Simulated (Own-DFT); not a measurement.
SiC (twinned 3C silicon carbide, atoms displaced) (calculated)

All values are calculated (Own-DFT development build). A calculation, not a measurement: plane-wave PBE density functional theory by an unreviewed code, no spin, of a simulated periodic cell, stress positive in tension, free energy of the whole cell less one offset for each atom, forces on such cells passed a denser k mesh, this cell's mesh not checked; offsets are fitted by least squares, one for each functional and potential file, so energies compare only between cells with the same atoms and settings and are not formation energies; the far tail of each file's local potential was reset to the Coulomb form; each entry is a single point on an unrelaxed cell, so the pressure reflects the starting lattice, mostly measured values (interpolated for alloys), from which strain is counted, and rises with the displacements; printed positions are rounded, which can move forces by about a meV/angstrom; the program, named Own-DFT, is a retired in-house code; no spin-orbit coupling.

Settings shared by all entries: functional PBE; potential files PseudoDojo norm-conserving, scalar-relativistic, standard set; wave cutoff 42 hartree; occupations Fermi-Dirac; smearing width 0.1 eV; k mesh 5 x 5 x 2 centred on Gamma.

(1) SiC (twinned 3C silicon carbide, atoms displaced)

```
cell vectors (Å)
   4.3596    -4.3596     0.0000
   0.0000     4.3596    -4.3596
   8.7192     8.7192     8.7192
atoms (fractions of the cell vectors)
Si  0.01917  0.00620  0.44135
C   0.00822  0.00430  0.06295
Si  0.18645  0.33395  0.10343
C   0.16031  0.32418  0.23123
Si  0.33264  0.15656  0.26826
C   0.33883  0.16128  0.39738
Si  0.98926  0.49425  0.44144
C   0.00332  0.51391  0.06678
Si  0.18706  0.84542  0.09713
C   0.16591  0.83161  0.23571
Si  0.33691  0.67976  0.26688
C   0.33788  0.69561  0.39575
Si  0.51356  0.00302  0.43982
C   0.48832  0.99888  0.06378
Si  0.67612  0.33275  0.10136
C   0.65764  0.33206  0.23115
Si  0.84691  0.17268  0.27008
C   0.83096  0.16349  0.39642
Si  0.49784  0.49408  0.43829
C   0.50716  0.49878  0.05884
Si  0.67986  0.84418  0.10462
C   0.66728  0.83013  0.23043
Si  0.84395  0.67062  0.27833
C   0.82349  0.66122  0.39896
Si  0.00584  0.99145  0.94623
C   0.99112  0.98197  0.56782
Si  0.82216  0.65864  0.60615
C   0.83113  0.67772  0.73145
Si  0.66730  0.84614  0.76839
C   0.64698  0.81754  0.88956
Si  0.00013  0.47744  0.94089
C   0.98648  0.49258  0.55798
Si  0.81707  0.15772  0.60147
C   0.83732  0.16836  0.72494
Si  0.65358  0.32616  0.77090
C   0.67177  0.33663  0.89879
Si  0.49845  0.00586  0.94130
C   0.49791  0.98886  0.55807
Si  0.32194  0.67265  0.60881
C   0.34604  0.66256  0.72034
Si  0.18600  0.84894  0.77301
C   0.18381  0.84704  0.88960
Si  0.50797  0.51031  0.93801
C   0.50532  0.48649  0.56965
Si  0.32157  0.16794  0.60837
C   0.34948  0.16022  0.72868
Si  0.17992  0.35435  0.76863
C   0.15626  0.33571  0.89228
```

- free energy of cell above offsets: -2.315 eV
- pressure: 6.29 GPa
- stress xx: -6.8 GPa
- stress yy: -4.5 GPa
- stress zz: -7.56 GPa
- stress yz: -2.97 GPa
- stress xz: 0.79 GPa
- stress xy: -0.76 GPa

Force:
| element | x (eV/Å) | y (eV/Å) | z (eV/Å) |
| --- | --- | --- | --- |
| Si | -1.788 | 0.626 | 0.807 |
| C | 0.674 | 0.735 | 0.519 |
| Si | -0.26 | 2.383 | -0.05 |
| C | 1.127 | -1.456 | -2.244 |
| Si | 1.33 | 2.102 | 0.161 |
| C | -0.092 | 0.1 | -1.101 |
| Si | -0.412 | -1.876 | -2.462 |
| C | 0.086 | -2.921 | 0.534 |
| Si | -1.32 | 4.024 | 4.284 |
| C | -2.031 | -1.502 | -1.982 |
| Si | 1.421 | -0.115 | 2.732 |
| C | -1.482 | -2.517 | 3.093 |
| Si | -1.343 | 0.457 | -0.851 |
| C | 3.452 | -3.035 | -1.889 |
| Si | 0.605 | 2.43 | 0.589 |
| C | 0.907 | -1.783 | -1.036 |
| Si | -1.727 | 1.871 | 1.565 |
| C | 1.613 | -1.102 | -0.73 |
| Si | -0.292 | 1.591 | -0.232 |
| C | 1.292 | 1.062 | -0.195 |
| Si | -0.629 | 0.282 | 1.747 |
| C | 0.378 | -0.64 | -1.185 |
| Si | -2.404 | -0.114 | 0.079 |
| C | 1.198 | -0.096 | -0.549 |
| Si | -3.785 | -2.351 | -3.578 |
| C | 0.02 | 0.509 | -2.181 |
| Si | 1.306 | -0.456 | 0.53 |
| C | 0.874 | -1.412 | 0.897 |
| Si | 0.48 | -1.443 | 0.27 |
| C | 3.066 | 1.951 | -0.636 |
| Si | -0.558 | 2.285 | -2.905 |
| C | 2.554 | 1.428 | 1.831 |
| Si | 1.139 | -0.67 | -0.238 |
| C | 0.736 | 1.403 | -0.432 |
| Si | 3.569 | -0.905 | -1.781 |
| C | -0.516 | -0.037 | 0.127 |
| Si | -0.877 | -2.176 | -0.765 |
| C | 0.623 | 2.6 | 1.029 |
| Si | -2.893 | -4.385 | -1.952 |
| C | 2.258 | 4.544 | 1.371 |
| Si | -3.266 | -1.146 | 0.873 |
| C | 1.185 | 2.401 | 3.393 |
| Si | -1.936 | -1.055 | 0.508 |
| C | -2.977 | 1.368 | -1.731 |
| Si | -0.207 | -2.417 | 0.309 |
| C | -1.726 | 2.587 | -0.559 |
| Si | -1.43 | -1.041 | 2.327 |
| C | 2.057 | -2.091 | 1.689 |

(2) SiC (twinned 3C silicon carbide, atoms displaced)

```
cell vectors (Å)
   4.3596    -4.3596     0.0000
   0.0000     4.3596    -4.3596
   8.7192     8.7192     8.7192
atoms (fractions of the cell vectors)
Si  0.99238  0.00106  0.43341
C   0.01628  0.00299  0.05563
Si  0.17621  0.32356  0.10758
C   0.16649  0.33395  0.23295
Si  0.33561  0.16567  0.27235
C   0.33795  0.14819  0.39525
Si  0.00020  0.48175  0.43594
C   0.00230  0.49045  0.06270
Si  0.16058  0.82446  0.10642
C   0.16611  0.83715  0.22498
Si  0.33178  0.64312  0.27374
C   0.31405  0.65643  0.39195
Si  0.52038  0.01235  0.43394
C   0.49293  0.99787  0.05828
Si  0.67425  0.32595  0.10145
C   0.67629  0.34444  0.23266
Si  0.84240  0.15618  0.26905
C   0.85125  0.18899  0.40051
Si  0.49662  0.51815  0.43483
C   0.51789  0.52778  0.06303
Si  0.67224  0.83359  0.10593
C   0.66612  0.82551  0.22631
Si  0.85262  0.67518  0.27037
C   0.81843  0.64884  0.39050
Si  0.01258  0.01710  0.93961
C   0.01567  0.01281  0.56140
Si  0.81587  0.65417  0.60121
C   0.83913  0.67014  0.72649
Si  0.66846  0.83515  0.76731
C   0.67411  0.84481  0.89620
Si  0.98036  0.50501  0.93787
C   0.00605  0.50609  0.55822
Si  0.85660  0.18811  0.60499
C   0.82903  0.16870  0.72536
Si  0.67232  0.32582  0.76729
C   0.66200  0.31855  0.89954
Si  0.50106  0.98687  0.93349
C   0.50196  0.99527  0.56126
Si  0.33887  0.68143  0.60538
C   0.32498  0.65462  0.73116
Si  0.15610  0.83204  0.77328
C   0.16835  0.84718  0.90128
Si  0.50163  0.50342  0.93938
C   0.49107  0.50290  0.56713
Si  0.36044  0.17537  0.60778
C   0.32291  0.16378  0.73139
Si  0.16456  0.31922  0.77422
C   0.15412  0.33008  0.89585
```

- free energy of cell above offsets: -3.209 eV
- pressure: 5.38 GPa
- stress xx: -4.62 GPa
- stress yy: -5.99 GPa
- stress zz: -5.53 GPa
- stress yz: -0.1 GPa
- stress xz: 0.57 GPa
- stress xy: -1.79 GPa

Force:
| element | x (eV/Å) | y (eV/Å) | z (eV/Å) |
| --- | --- | --- | --- |
| Si | 2.534 | -1.3 | 1.92 |
| C | 1.613 | 3.084 | 2.664 |
| Si | -0.695 | 0.011 | -1.998 |
| C | -0.681 | -2.342 | 0.81 |
| Si | 0.746 | -1.101 | -0.254 |
| C | -0.881 | 2.339 | -1.751 |
| Si | 1.767 | 4.951 | -3.599 |
| C | 0.575 | 0.185 | 0.033 |
| Si | -0.62 | -1.919 | -1.559 |
| C | 2.232 | -0.086 | 1.113 |
| Si | -0.387 | 0.992 | -3.9 |
| C | 2.705 | -0.029 | -0.971 |
| Si | -0.839 | 1.176 | 2.122 |
| C | 1.333 | -0.054 | 1.225 |
| Si | -0.042 | 1.647 | 0.059 |
| C | -1.124 | -1.903 | 0.655 |
| Si | -1.19 | 2.544 | -0.419 |
| C | -4.585 | -4.615 | 2.742 |
| Si | 0.295 | -1.671 | 2.898 |
| C | -1.347 | -1.77 | 3.242 |
| Si | -0.285 | 0.421 | -2.852 |
| C | 1.42 | 1.048 | 0.872 |
| Si | -1.953 | 0.224 | 0.612 |
| C | 2.046 | 1.419 | -0.621 |
| Si | -2.006 | -0.668 | 0.013 |
| C | -0.462 | -0.044 | 0.971 |
| Si | 2.531 | -0.255 | -2.416 |
| C | -0.941 | 0.355 | 1.079 |
| Si | -0.167 | 0.465 | 0.94 |
| C | -0.338 | -2.492 | 0.648 |
| Si | 2.103 | -1.688 | 0.273 |
| C | 0.318 | 1.075 | 0.186 |
| Si | -1.734 | -1.744 | 0.87 |
| C | 1.345 | -0.804 | 0.99 |
| Si | 0.123 | 2.98 | 0.069 |
| C | -1.571 | 0.455 | -2.103 |
| Si | 0.486 | 2.374 | 0.135 |
| C | 1.655 | -0.117 | -1.723 |
| Si | -0.639 | 0.082 | 1.67 |
| C | 0.318 | 0.608 | -0.885 |
| Si | 1.046 | -1.153 | 0.296 |
| C | -1.855 | -1.819 | 0.183 |
| Si | -0.825 | -0.287 | -0.422 |
| C | -0.738 | -1.356 | -1.077 |
| Si | -3.29 | 0.777 | 0.358 |
| C | 1.322 | -2.051 | 0.049 |
| Si | -0.738 | 1.447 | -1.746 |
| C | 1.421 | 0.608 | -1.4 |

(3) SiC (twinned 3C silicon carbide, atoms displaced)

```
cell vectors (Å)
   4.3596    -4.3596     0.0000
   0.0000     4.3596    -4.3596
   8.7192     8.7192     8.7192
atoms (fractions of the cell vectors)
Si  0.99222  0.00626  0.44449
C   0.99063  0.00285  0.05907
Si  0.17128  0.34172  0.10684
C   0.17181  0.33748  0.22818
Si  0.32232  0.13923  0.27106
C   0.33312  0.16638  0.39662
Si  0.00968  0.50557  0.43660
C   0.99099  0.49977  0.06197
Si  0.17840  0.83797  0.10575
C   0.15004  0.82014  0.22080
Si  0.32052  0.67753  0.26792
C   0.32554  0.64207  0.39727
Si  0.48472  0.00962  0.44414
C   0.51199  0.98936  0.05949
Si  0.65989  0.32946  0.09607
C   0.67037  0.33497  0.22821
Si  0.85025  0.17671  0.27578
C   0.84137  0.18643  0.39844
Si  0.50890  0.50732  0.44020
C   0.48173  0.47854  0.06666
Si  0.68317  0.85521  0.11157
C   0.66598  0.83081  0.23225
Si  0.83599  0.66255  0.27474
C   0.83112  0.66803  0.40030
Si  0.00164  0.00231  0.92994
C   0.98695  0.01402  0.56700
Si  0.84274  0.66550  0.60467
C   0.83712  0.65366  0.72597
Si  0.66646  0.84655  0.77049
C   0.66842  0.82972  0.89679
Si  0.99403  0.49342  0.93998
C   0.97506  0.48053  0.56147
Si  0.82504  0.15730  0.60193
C   0.83495  0.15092  0.72994
Si  0.66115  0.33247  0.77405
C   0.66544  0.32926  0.89802
Si  0.49510  0.99903  0.93054
C   0.50989  0.98328  0.55987
Si  0.32747  0.65881  0.59885
C   0.33788  0.67547  0.72769
Si  0.17611  0.84286  0.76753
C   0.18651  0.83466  0.90160
Si  0.50749  0.50201  0.93566
C   0.52194  0.50639  0.56618
Si  0.32566  0.18012  0.59817
C   0.31168  0.15997  0.72908
Si  0.14991  0.32750  0.77027
C   0.15821  0.32248  0.89799
```

- free energy of cell above offsets: -2.344 eV
- pressure: 5.88 GPa
- stress xx: -6.07 GPa
- stress yy: -4.97 GPa
- stress zz: -6.59 GPa
- stress yz: -0.66 GPa
- stress xz: 0.45 GPa
- stress xy: 1.16 GPa

Force:
| element | x (eV/Å) | y (eV/Å) | z (eV/Å) |
| --- | --- | --- | --- |
| Si | -1.008 | -1.156 | -1.3 |
| C | 2.06 | -0.918 | 0.216 |
| Si | -2.588 | -0.273 | 0.788 |
| C | 0.756 | 0.375 | 1.087 |
| Si | 1.077 | 0.903 | -3.287 |
| C | -0.694 | 1.301 | 0.502 |
| Si | -0.691 | 1.437 | 0.803 |
| C | 1.289 | -0.174 | -0.228 |
| Si | -3.665 | -1.567 | -2.504 |
| C | 2.718 | 2.472 | 1.498 |
| Si | 2.088 | -2.524 | 2.128 |
| C | 0.618 | 1.508 | -3.29 |
| Si | -0.102 | -4.485 | -0.61 |
| C | -0.915 | 2.003 | -0.628 |
| Si | 1.62 | 0.807 | 1.834 |
| C | -0.251 | -0.173 | 1.307 |
| Si | -2.187 | -0.07 | -0.293 |
| C | -1.298 | -0.485 | 2.044 |
| Si | -0.893 | -0.735 | 0.602 |
| C | 0.968 | -0.711 | -3.535 |
| Si | -1.768 | -2.29 | 1.064 |
| C | 1.011 | 1.269 | -0.079 |
| Si | -2.389 | 0.53 | -0.028 |
| C | 1.032 | -0.686 | -1.254 |
| Si | 1.633 | 0.661 | 2.859 |
| C | 1.148 | -4.629 | 1.1 |
| Si | 0.534 | 1.012 | -0.178 |
| C | 0.822 | 1.973 | -0.11 |
| Si | -0.377 | -2.262 | 3.322 |
| C | -1.06 | -0.603 | -1.22 |
| Si | 1.074 | -0.641 | -0.61 |
| C | 2.235 | -0.995 | -1.616 |
| Si | 0.717 | 3.311 | 0.251 |
| C | -1.591 | 2.143 | -2.86 |
| Si | -0.962 | -1.15 | -0.451 |
| C | -0.348 | -0.303 | -1.162 |
| Si | 4.201 | -0.309 | 1.731 |
| C | -1.195 | 3.56 | 0.194 |
| Si | 0.822 | 0.809 | 1.37 |
| C | -0.86 | -0.703 | 0.57 |
| Si | -0.57 | 0.326 | 2.291 |
| C | -5.362 | 0.477 | -0.4 |
| Si | -0.503 | 1.941 | 1.643 |
| C | -2.759 | 0.696 | -0.567 |
| Si | 1.904 | -0.397 | 2.655 |
| C | 1.414 | -0.995 | -2.02 |
| Si | 2.205 | 0.054 | -0.852 |
| C | 0.089 | -0.331 | -2.778 |

(4) SiC (twinned 3C silicon carbide, atoms displaced)

```
cell vectors (Å)
   4.3596    -4.3596     0.0000
   0.0000     4.3596    -4.3596
   8.7192     8.7192     8.7192
atoms (fractions of the cell vectors)
Si  0.99872  0.00128  0.44150
C   0.99131  0.99272  0.07258
Si  0.17092  0.34094  0.09733
C   0.17701  0.33462  0.23033
Si  0.33050  0.15138  0.27537
C   0.31959  0.16169  0.39609
Si  0.00876  0.49716  0.44048
C   0.01967  0.52160  0.05764
Si  0.19249  0.82881  0.10601
C   0.18781  0.83054  0.23121
Si  0.33348  0.65647  0.27409
C   0.34192  0.66670  0.39733
Si  0.49939  0.98800  0.43796
C   0.51715  0.01377  0.06003
Si  0.67623  0.33074  0.10609
C   0.64887  0.31149  0.22884
Si  0.84551  0.18021  0.27121
C   0.83993  0.16626  0.39222
Si  0.49340  0.48595  0.43973
C   0.50190  0.49329  0.06367
Si  0.67244  0.84472  0.10833
C   0.67897  0.84509  0.22624
Si  0.83284  0.67664  0.26924
C   0.83225  0.67103  0.39722
Si  0.01028  0.01034  0.93499
C   0.99628  0.99608  0.55948
Si  0.82463  0.65582  0.60678
C   0.82047  0.65217  0.72828
Si  0.66361  0.83586  0.76878
C   0.68210  0.83558  0.89603
Si  0.99319  0.49110  0.93956
C   0.99770  0.50398  0.56116
Si  0.82274  0.15690  0.60305
C   0.84163  0.17509  0.73469
Si  0.64903  0.31294  0.77944
C   0.66407  0.33118  0.89346
Si  0.50618  0.00586  0.93984
C   0.50577  0.00144  0.55916
Si  0.33229  0.68454  0.59918
C   0.34702  0.67931  0.73137
Si  0.16459  0.83890  0.77093
C   0.15451  0.82875  0.89459
Si  0.48037  0.48322  0.94178
C   0.50163  0.51328  0.56183
Si  0.34232  0.17726  0.60713
C   0.34029  0.17230  0.73675
Si  0.15956  0.33478  0.77922
C   0.16294  0.33170  0.89179
```

- free energy of cell above offsets: -3.886 eV
- pressure: 5.28 GPa
- stress xx: -6.82 GPa
- stress yy: -4.55 GPa
- stress zz: -4.46 GPa
- stress yz: -2.19 GPa
- stress xz: -1.51 GPa
- stress xy: -2.42 GPa

Force:
| element | x (eV/Å) | y (eV/Å) | z (eV/Å) |
| --- | --- | --- | --- |
| Si | -1.738 | -1.357 | -0.487 |
| C | 0.845 | -2.715 | -2.71 |
| Si | 1.421 | 0.579 | 2.81 |
| C | -0.792 | -0.259 | -0.263 |
| Si | -0.942 | 0.182 | -1.579 |
| C | 1.641 | -1.006 | 0.955 |
| Si | -1.993 | 0.193 | -1.392 |
| C | -0.255 | 0.329 | 2.997 |
| Si | -0.606 | 2.916 | -1.7 |
| C | -1.927 | 0.726 | 0.566 |
| Si | 0.913 | -0.845 | -0.828 |
| C | -0.518 | -0.024 | 0.907 |
| Si | -0.248 | 0.13 | -2.377 |
| C | 0.128 | 0.22 | 1.355 |
| Si | -0.211 | 1 | -1.052 |
| C | 2.22 | 0.317 | -1.911 |
| Si | -0.748 | -0.833 | 0.288 |
| C | 0.491 | 1.677 | 0.918 |
| Si | 0.585 | -0.418 | -1.616 |
| C | 0.486 | 0.437 | -0.5 |
| Si | -1.586 | -1.677 | 0.286 |
| C | 0.302 | 1.675 | 1.691 |
| Si | 0.675 | -1.154 | 1.399 |
| C | -0.206 | -1.05 | 0.529 |
| Si | -0.328 | 0.668 | 2.951 |
| C | 2.284 | 1.597 | 1.464 |
| Si | 0.11 | 0.017 | -1.394 |
| C | 1.166 | 0.488 | -0.015 |
| Si | 2.093 | -0.572 | 0.756 |
| C | -1.679 | 1.282 | 0.699 |
| Si | -1.024 | -0.174 | -2.55 |
| C | 0.433 | 0.039 | 1.306 |
| Si | 2.664 | 0.042 | -0.674 |
| C | -2.044 | -0.615 | -0.096 |
| Si | 0.263 | -2.236 | -3.955 |
| C | 1.934 | 2.426 | 2.296 |
| Si | -1.625 | -1.993 | 0.116 |
| C | 0.019 | 2.026 | -0.389 |
| Si | 0.909 | -0.172 | 3.228 |
| C | -2.83 | 0.533 | 0.333 |
| Si | -0.668 | -0.707 | 1.038 |
| C | 1.791 | -0.649 | 0.304 |
| Si | 1.736 | -1.227 | -2.903 |
| C | -0.293 | -0.019 | 1.516 |
| Si | -0.954 | 0.566 | 0.083 |
| C | -2.896 | 0.083 | -0.47 |
| Si | -1.584 | -3.374 | -3.956 |
| C | 2.584 | 2.93 | 2.029 |
